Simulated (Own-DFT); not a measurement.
# How strain changes the stress of wurtzite GaN, 72 atoms (Ga36N36)

Calculated results; nothing here was measured. They come from Own-DFT, an in-house plane-wave density functional program, since retired, whose code no person has reviewed. Each row is one single-point run on a periodic cell that was not relaxed, without spin or spin-orbit coupling.

Settings of every run: PBE; PseudoDojo norm-conserving scalar-relativistic files (stringent for Ga); cutoff 96 hartree; 4 x 4 x 3 k mesh centred on Gamma; Gaussian smearing of 0.01 eV.

Known limits: forces not confirmed at this smearing and k mesh; stress not checked against mesh or cutoff.

Unstrained cell vectors in Å: (9.567, 0.000, 0.000); (-4.784, 8.285, 0.000); (0.000, 0.000, 10.370). The unstrained cell has measured lattice constants (interpolated for alloys), not those of this functional. That, the random moves and any unrelaxed bonds set the pressure at no strain. Each run strains this cell uniformly, with the atoms carried along. Every atom was also moved at random, by a Gaussian of width 0.05 Å on each axis. Strain is the symmetric tensor, in per cent. Stress is positive in tension, and the pressure is minus a third of its trace.

| run | e_xx (%) | e_yy (%) | e_zz (%) | e_yz (%) | e_xz (%) | e_xy (%) | s_xx (GPa) | s_yy (GPa) | s_zz (GPa) | s_yz (GPa) | s_xz (GPa) | s_xy (GPa) | P (GPa) | E (meV/atom) |
|---|---|---|---|---|---|---|---|---|---|---|---|---|---|---|
| 1 | -0.95 | 1.44 | -1.53 | -1.99 | 0.19 | 0.49 | -9.66 | -2.73 | -15.74 | -3.89 | 0.97 | 1.13 | 9.38 | 30.4 |
| 2 | 1.41 | 1.25 | -0.30 | 0.51 | 0.69 | 0.18 | -0.37 | -0.14 | -7.29 | 1.19 | 1.92 | 0.28 | 2.60 | 8.3 |
| 3 | -1.94 | 0.27 | -1.53 | -0.60 | -1.80 | 1.33 | -17.24 | -9.05 | -17.38 | -1.09 | -4.17 | 3.91 | 14.56 | 62.5 |
| 4 | -0.95 | 1.81 | -1.13 | 0.28 | -1.49 | -0.82 | -11.86 | -1.68 | -10.81 | 0.42 | -4.24 | -2.53 | 8.11 | 34.7 |
| 5 | -1.03 | -1.83 | -1.18 | 1.66 | -0.69 | -0.19 | -14.79 | -15.72 | -16.96 | 2.99 | -1.29 | 0.70 | 15.82 | 59.2 |
| 6 | 1.30 | -1.75 | -1.95 | 1.78 | 1.86 | 1.36 | -4.70 | -16.55 | -19.76 | 4.12 | 4.38 | 4.63 | 13.67 | 75.2 |
| 7 | 0.17 | 1.42 | 2.00 | -1.87 | -0.59 | -1.51 | -4.26 | 0.17 | 1.64 | -3.57 | -1.32 | -4.43 | 0.81 | 15.1 |
| 8 | -0.61 | -0.61 | -0.20 | -1.91 | 1.13 | -1.37 | -8.69 | -9.74 | -12.15 | -3.70 | 2.85 | -4.15 | 10.19 | 37.8 |
| 9 | 1.39 | 1.24 | 1.85 | -0.15 | 2.00 | -0.48 | 0.50 | 0.35 | 2.73 | -0.58 | 4.24 | -0.58 | -1.19 | 0.0 |
| 10 | 0.27 | 1.54 | 1.44 | 0.84 | -0.43 | -0.08 | -2.51 | 0.33 | -0.82 | 2.03 | -0.65 | -0.74 | 1.00 | 9.5 |
| 11 | -0.84 | -0.69 | 0.59 | -1.67 | -0.86 | -0.29 | -10.03 | -11.53 | -5.73 | -2.95 | -1.57 | -0.99 | 9.09 | 30.7 |
| 12 | -1.95 | 0.38 | 0.60 | -0.46 | -0.50 | -0.61 | -15.11 | -5.80 | -6.68 | -0.93 | -0.48 | -1.19 | 9.20 | 27.5 |
| 13 | -0.23 | 0.90 | 1.89 | 1.29 | -0.17 | 0.56 | -4.77 | -4.10 | 0.50 | 2.92 | -0.93 | 1.24 | 2.79 | 25.2 |
| 14 | 1.62 | 0.56 | 1.04 | 0.30 | -0.79 | -0.56 | 0.81 | -4.85 | -0.36 | 1.34 | -1.50 | -2.46 | 1.46 | 18.2 |
| 15 | -1.19 | -0.42 | 1.86 | -1.45 | -0.14 | 0.73 | -10.08 | -9.40 | -0.12 | -2.80 | -0.67 | 2.65 | 6.53 | 14.7 |
| 16 | -0.82 | -0.76 | 0.73 | 1.70 | -1.95 | -0.03 | -10.53 | -10.93 | -5.12 | 4.00 | -3.14 | -2.00 | 8.86 | 26.9 |
| 17 | 1.78 | -1.65 | -1.67 | 0.03 | 0.49 | 0.96 | ? | ? | ? | ? | ? | ? | ? | ? |

E is the free energy for each atom above the lowest run shown.

## Worked fit

Each stress component was fitted by least squares to a constant and the strains of the runs shown, as fractions, with shears doubled. Shear strains stay in the fit of a normal stress only where such slopes are resolved. The slopes, in GPa:

| stress | at no strain | per e_xx | per e_yy | per e_zz | scatter |
|---|---|---|---|---|---|
| s_xx | -7.0 | 419 ± 23 | 74 ± 24 | 95 ± 20 | 1.02 |
| s_yy | -7.6 | 55 ± 22 | 437 ± 23 | 57 ± 19 | 0.99 |
| s_zz | -8.5 | 67 ± 27 | 106 ± 27 | 485 ± 23 | 1.18 |

Each shear stress against twice its own strain: yz 97 ± 3, xz 107 ± 9, xy 143 ± 13 GPa. These are stiffnesses along x, y and z of the frame in which the cell vectors are given, which need not be the crystal's axes. The atoms are held to the strained lattice; where symmetry lets them move under strain, relaxing them would lower some slopes. The table should be nearly symmetric about its diagonal, and what it lacks of that shows the noise. A ninth of its sum, 199 ± 5 GPa, estimates the bulk modulus near the mean pressure of these runs, 7.1 GPa, so it lies above the value at zero pressure.

## Withheld run

Question: what normal stresses and pressure should run 17 give?

The fit gives s_xx = -2.4, s_yy = -14.8, s_zz = -17.2 and P = 11.5 GPa. The calculation gave -2.81, -12.96, -14.83 and P = 10.20 GPa.
